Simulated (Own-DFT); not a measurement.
# What a defect does to the pressure of its cell: zincblende GaAs

Source: density functional calculations with Own-DFT, an unreviewed in-house program that is no longer used. Nothing was measured or relaxed, and spin and spin-orbit coupling are left out.

Settings: PBE; PseudoDojo norm-conserving scalar-relativistic files; cutoff 42 hartree; 3 x 3 x 3 k mesh centred on Gamma; Fermi-Dirac smearing of 0.1 eV.

Known weak points (not all hold for every row): not probed for a lower state with spin; forces not confirmed at this smearing and k mesh; stress not checked against mesh or cutoff.

All runs share one cell, with vectors in Å (11.737, 0.000, 0.000); (0.000, 11.737, 0.000); (0.000, 0.000, 10.833) and a volume of 1492.4 Å³, strained against the parent crystal. Atoms were moved at random from their sites; u is the rms move along one axis. The defect's site can differ from row to row.

```
cell,formula,u (Å),P (GPa)
no defect,As32Ga32,0.0295,1.23
no defect,As32Ga32,0.0502,1.58
no defect,As32Ga32,0.0513,1.59
one As vacancy and one Ga vacancy,As31Ga31,0.0272,0.89
one As vacancy and one Ga vacancy,As31Ga31,0.0496,1.20
one As vacancy and one Ga vacancy,As31Ga31,0.0527,1.30
one Al on a Ga site,AlAs32Ga31,0.0331,1.28
one Al on a Ga site,AlAs32Ga31,0.0481,1.43
one Al on a Ga site,AlAs32Ga31,0.0513,1.56
one P on an As site,As31Ga32P,0.0290,0.97
one P on an As site,As31Ga32P,0.0306,1.04
one P on an As site,As31Ga32P,0.0317,1.05
one In on a Ga site,As32Ga31In,0.0475,2.10
one In on a Ga site,As32Ga31In,0.0479,?
one In on a Ga site,As32Ga31In,0.0496,2.16
one In on a Ga site,As32Ga31In,0.0512,2.12
```

## What the rows give

P = P0 + c u² + a shift for each defect gives P0 = 1.08 GPa, c = 190 ± 14 GPa/Å² and a scatter of 0.03 GPa. The shifts, and each times the cell's volume:

- one In on a Ga site: 0.58 ± 0.03 GPa, 5.4 eV
- one Al on a Ga site: -0.04 ± 0.03 GPa, -0.4 eV (not resolved)
- one P on an As site: -0.24 ± 0.03 GPa, -2.2 eV
- one As vacancy and one Ga vacancy: -0.34 ± 0.03 GPa, -3.1 eV

A positive shift means that the defect pushes the cell outwards. Shift times volume (160.2 GPa Å³ is 1 eV) depends little on the cell's size, so, taken for each site, it can be compared between cells at like pressure. The atoms around the defects weren't relaxed, which would change these numbers.

## Withheld run

Question: what pressure belongs in the blank (one In on a Ga site, u = 0.0479 Å)?

From the fit: 2.10 ± 0.04 GPa. The run itself gave 2.14 GPa.
